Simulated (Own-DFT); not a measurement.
# How strain changes the stress of 4H SiC, 72 atoms (C36Si36)

No measurement is shown. These are fixed-geometry runs of a retired plane-wave code named Own-DFT, which no person has reviewed; spin and spin-orbit coupling are neglected.

Settings: PBE; PseudoDojo norm-conserving scalar-relativistic files; cutoff 42 hartree; 4 x 4 x 3 k mesh centred on Gamma; Fermi-Dirac smearing of 0.1 eV.

Caveats: forces on such cells passed a denser k mesh, each cell not checked; stress not checked against mesh or cutoff.

Unstrained cell vectors in Å: (9.248, 0.000, 0.000); (-4.624, 8.009, 0.000); (0.000, 0.000, 10.068). The unstrained cell has measured lattice constants (interpolated for alloys), not those of this functional. That, the random moves and any unrelaxed bonds set the pressure at no strain. A uniform strain is put on this cell, atoms riding along. Random moves of width 0.05 Å per axis were added to every atom. Strain is the symmetric tensor, in per cent. Stress is positive in tension, and the pressure is minus a third of its trace.

| run | e_xx (%) | e_yy (%) | e_zz (%) | e_yz (%) | e_xz (%) | e_xy (%) | s_xx (GPa) | s_yy (GPa) | s_zz (GPa) | s_yz (GPa) | s_xz (GPa) | s_xy (GPa) | P (GPa) | E (meV/atom) |
|---|---|---|---|---|---|---|---|---|---|---|---|---|---|---|
| 1 | 1.44 | -0.05 | 1.85 | 0.22 | 1.14 | -1.58 | 2.69 | -2.94 | 4.41 | 0.42 | 3.67 | -6.99 | -1.38 | 12.6 |
| 2 | -0.40 | 0.31 | -1.23 | 0.55 | -1.31 | 0.38 | -9.64 | -3.37 | -13.59 | 2.19 | -5.65 | 3.52 | 8.86 | 33.2 |
| 3 | -1.40 | 1.77 | -0.95 | 0.02 | -1.49 | -1.06 | -11.52 | 2.07 | -10.89 | 0.37 | -5.25 | -4.78 | 6.78 | 16.7 |
| 4 | 0.09 | -1.00 | 1.10 | -1.30 | 1.99 | 0.72 | -4.10 | -10.80 | -2.40 | -5.79 | 6.70 | 4.39 | 5.77 | 40.6 |
| 5 | 0.71 | 0.14 | -0.96 | 0.86 | 1.99 | 1.43 | -2.06 | -4.51 | -11.54 | 3.82 | 6.21 | 7.33 | 6.03 | 30.5 |
| 6 | 0.44 | -0.52 | 0.84 | 1.81 | -0.37 | -1.40 | -3.27 | -7.07 | -1.31 | 6.44 | -1.24 | -7.39 | 3.88 | 9.8 |
| 7 | -0.34 | 1.08 | -0.68 | 1.38 | -0.07 | -0.48 | -7.32 | 1.32 | -9.27 | 4.03 | -1.11 | -3.04 | 5.09 | 10.5 |
| 8 | -0.55 | -0.86 | 1.89 | 1.42 | -0.27 | 0.66 | -7.66 | -8.26 | 3.35 | 4.65 | -0.64 | 3.17 | 4.19 | 6.8 |
| 9 | 0.22 | -0.76 | -0.12 | -1.33 | -1.13 | -0.31 | -3.33 | -8.77 | -8.50 | -4.29 | -3.36 | -1.06 | 6.86 | 13.9 |
| 10 | 1.89 | -0.27 | -1.98 | 0.96 | -0.16 | 1.94 | 2.54 | -7.20 | -16.70 | 2.98 | 0.10 | 10.41 | 7.12 | 38.9 |
| 11 | -0.06 | -0.34 | 1.67 | -1.68 | 0.62 | -0.01 | -5.41 | -5.97 | 3.44 | -6.03 | 1.76 | -0.61 | 2.64 | 4.6 |
| 12 | -0.28 | -1.00 | 0.03 | -0.81 | -1.96 | 0.32 | -5.62 | -11.14 | -8.83 | -3.30 | -7.33 | 0.48 | 8.53 | 21.4 |
| 13 | -1.77 | 0.41 | -0.19 | 0.96 | 0.34 | -0.88 | -14.73 | -3.89 | -7.16 | 2.95 | 0.65 | -3.18 | 8.59 | 0.0 |
| 14 | -1.93 | -0.24 | -1.52 | -1.68 | 1.48 | 1.91 | -17.26 | -9.11 | -19.50 | -6.30 | 5.20 | 9.27 | 15.29 | 61.8 |
| 15 | -1.41 | 0.35 | -1.26 | -0.21 | 0.70 | -0.41 | -13.17 | -3.56 | -16.16 | -1.28 | 3.05 | -1.59 | 10.96 | 15.3 |
| 16 | 1.41 | -0.65 | -0.02 | 0.48 | -0.86 | 1.27 | 1.92 | -6.53 | -6.67 | 2.15 | -2.65 | 5.20 | 3.76 | 6.4 |
| 17 | -0.17 | -0.47 | 0.60 | 0.54 | 1.59 | -1.79 | ? | ? | ? | ? | ? | ? | ? | ? |

The last column gives the free energy per atom over the lowest of the runs shown.

## What the rows give

Each stress component was fitted by least squares to a constant and the strains of the runs shown, as fractions, with shears doubled. Shear strains stay in the fit of a normal stress only where such slopes are resolved. The slopes, in GPa:

| stress | at no strain | per e_xx | per e_yy | per e_zz | scatter |
|---|---|---|---|---|---|
| s_xx | -5.4 | 512 ± 22 | 23 ± 36 | 61 ± 21 | 0.91 |
| s_yy | -4.9 | 69 ± 21 | 560 ± 34 | 67 ± 20 | 0.85 |
| s_zz | -6.7 | 98 ± 23 | 182 ± 37 | 612 ± 22 | 0.93 |

The slope of each shear stress on twice its own strain, from a fit on all six strains: yz 176 ± 8, xz 173 ± 7, xy 233 ± 17 GPa. These are stiffnesses along x, y and z of the frame in which the cell vectors are given, with the crystal's c axis along z: C11, C12, C13 and C33. Hexagonal symmetry asks that xx and yy behave alike, which is a second check on the noise. The atoms are held to the strained lattice; where symmetry lets them move under strain, relaxing them would lower some slopes. Slopes across the diagonal should nearly agree, so their difference gauges the noise. A ninth of the table's sum, 243 ± 8 GPa, estimates the bulk modulus near the mean pressure of these runs, 6.4 GPa, so it lies above the value at zero pressure.

## Withheld run

Asked: what normal stresses and pressure should run 17 give?

The fitted form gives s_xx = -6.0, s_yy = -7.3, s_zz = -4.1 and P = 5.8 GPa. DFT gave -7.26, -7.23, -2.58 and P = 5.69 GPa.
